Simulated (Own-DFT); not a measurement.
# Strain and stress in C40 NbSi2, 36 atoms (Nb12Si24)

All numbers below are calculated, not measured. They come from Own-DFT, an in-house plane-wave density functional program, since retired, whose code no person has reviewed. Each row is one single-point run on a periodic cell that was not relaxed, without spin or spin-orbit coupling.

Settings of every run: PBE; PseudoDojo norm-conserving scalar-relativistic files; cutoff 42 hartree; 4 x 4 x 5 k mesh centred on Gamma; cold (Marzari-Vanderbilt) smearing of 0.2 eV.

Known limits: forces on such cells failed a check on a denser k mesh; stress not checked against mesh or cutoff.

Unstrained cell vectors in Å: (0.000, 8.324, 0.000); (-9.613, 0.000, 0.000); (0.000, 0.000, 6.586). The unstrained cell was taken from the Materials Project. The random moves and any unrelaxed bonds add to the pressure at no strain. Each run strains this cell uniformly, with the atoms carried along. Every atom was also moved at random, by a Gaussian of width 0.05 Å on each axis. Strain is the symmetric tensor, in per cent. Stress is positive in tension, and the pressure is minus a third of its trace.

| run | e_xx (%) | e_yy (%) | e_zz (%) | e_yz (%) | e_xz (%) | e_xy (%) | s_xx (GPa) | s_yy (GPa) | s_zz (GPa) | s_yz (GPa) | s_xz (GPa) | s_xy (GPa) | P (GPa) | E (meV/atom) |
|---|---|---|---|---|---|---|---|---|---|---|---|---|---|---|
| 1 | -0.57 | 1.04 | 0.45 | 0.79 | 0.28 | 1.57 | -4.10 | 0.45 | -1.80 | 2.15 | 0.84 | 4.62 | 1.82 | 26.7 |
| 2 | -0.53 | -0.19 | -1.35 | -1.67 | -1.13 | -1.57 | -6.97 | -5.49 | -11.54 | -6.51 | -3.48 | -5.08 | 8.00 | 50.2 |
| 3 | -1.15 | -0.74 | 0.89 | 1.24 | 1.54 | 1.17 | -7.84 | -4.84 | -1.82 | 3.98 | 5.18 | 3.93 | 4.83 | 27.4 |
| 4 | -1.30 | 1.91 | 1.17 | 1.25 | -0.68 | -1.54 | -5.12 | 4.07 | 1.10 | 3.72 | -2.02 | -4.56 | -0.02 | 20.8 |
| 5 | -1.79 | 1.69 | -1.88 | -1.26 | 0.94 | -1.91 | -10.94 | 0.54 | -13.60 | -4.03 | 3.98 | -5.85 | 8.00 | 47.1 |
| 6 | 0.48 | -1.94 | -1.16 | -0.81 | -1.37 | -0.78 | -2.63 | -11.51 | -10.69 | -3.28 | -4.78 | -2.63 | 8.28 | 29.2 |
| 7 | -1.88 | -0.24 | 1.56 | 1.58 | 0.14 | 0.87 | -8.57 | -3.45 | 1.89 | 4.59 | 0.71 | 2.78 | 3.38 | 13.0 |
| 8 | 1.64 | 1.95 | 1.56 | 0.41 | -1.95 | -0.52 | 5.04 | 6.27 | 4.99 | 0.97 | -5.06 | -1.61 | -5.43 | 19.7 |
| 9 | -0.45 | -1.79 | -0.55 | 1.62 | -1.00 | -1.10 | -5.61 | -9.66 | -9.42 | 4.74 | -2.99 | -3.09 | 8.23 | 24.0 |
| 10 | 1.90 | -1.13 | -1.15 | -0.69 | 0.29 | 1.07 | 1.91 | -6.17 | -9.35 | -2.19 | 1.19 | 3.23 | 4.54 | 31.2 |
| 11 | -0.58 | 1.95 | 0.81 | -0.77 | 0.56 | 0.55 | -1.94 | 4.29 | 1.33 | -3.05 | 2.12 | 1.31 | -1.23 | 0.0 |
| 12 | -0.21 | 0.33 | -1.14 | 0.51 | -1.52 | 1.96 | -4.17 | -2.14 | -9.34 | 1.29 | -4.55 | 6.04 | 5.22 | 21.4 |
| 13 | 0.80 | -1.41 | -0.24 | 1.77 | 0.44 | -0.51 | -0.31 | -8.46 | -5.75 | 6.28 | 1.92 | -1.87 | 4.84 | 25.0 |
| 14 | -1.69 | 1.99 | -1.87 | -0.92 | 1.68 | 1.61 | -9.23 | 1.64 | -13.15 | -3.34 | 5.41 | 5.37 | 6.92 | 39.3 |
| 15 | 1.02 | 0.19 | -1.96 | 1.40 | 1.76 | 1.21 | -0.69 | -2.40 | -12.69 | 4.24 | 5.55 | 3.00 | 5.26 | 26.9 |
| 16 | -0.72 | -0.68 | 0.04 | -0.05 | 1.36 | 1.62 | ? | ? | ? | ? | ? | ? | ? | ? |

E is the free energy for each atom above the lowest run shown.

## Worked fit

Each stress component was fitted by least squares to a constant and the strains of the runs shown, as fractions, with shears doubled. Shear strains stay in the fit of a normal stress only where such slopes are resolved. The slopes, in GPa:

| stress | at no strain | per e_xx | per e_yy | per e_zz | scatter |
|---|---|---|---|---|---|
| s_xx | -2.9 | 368 ± 17 | 57 ± 15 | 90 ± 16 | 0.75 |
| s_yy | -2.9 | 61 ± 14 | 361 ± 12 | 79 ± 13 | 0.60 |
| s_zz | -4.4 | 71 ± 12 | 73 ± 10 | 473 ± 10 | 0.50 |

Each shear stress against twice its own strain: yz 168 ± 5, xz 161 ± 6, xy 155 ± 4 GPa. These are stiffnesses along x, y and z of the frame in which the cell vectors are given, which need not be the crystal's axes. The atoms are held to the strained lattice; where symmetry lets them move under strain, relaxing them would lower some slopes. The table should be nearly symmetric about its diagonal, and what it lacks of that shows the noise. A ninth of its sum, 182 ± 7 GPa, estimates the bulk modulus near the mean pressure of these runs, 4.2 GPa, so it lies above the value at zero pressure.

## Withheld run

Question: what normal stresses and pressure should run 16 give?

The fit gives s_xx = -5.9, s_yy = -5.7, s_zz = -5.2 and P = 5.6 GPa. The calculation gave -5.94, -5.52, -4.74 and P = 5.40 GPa.
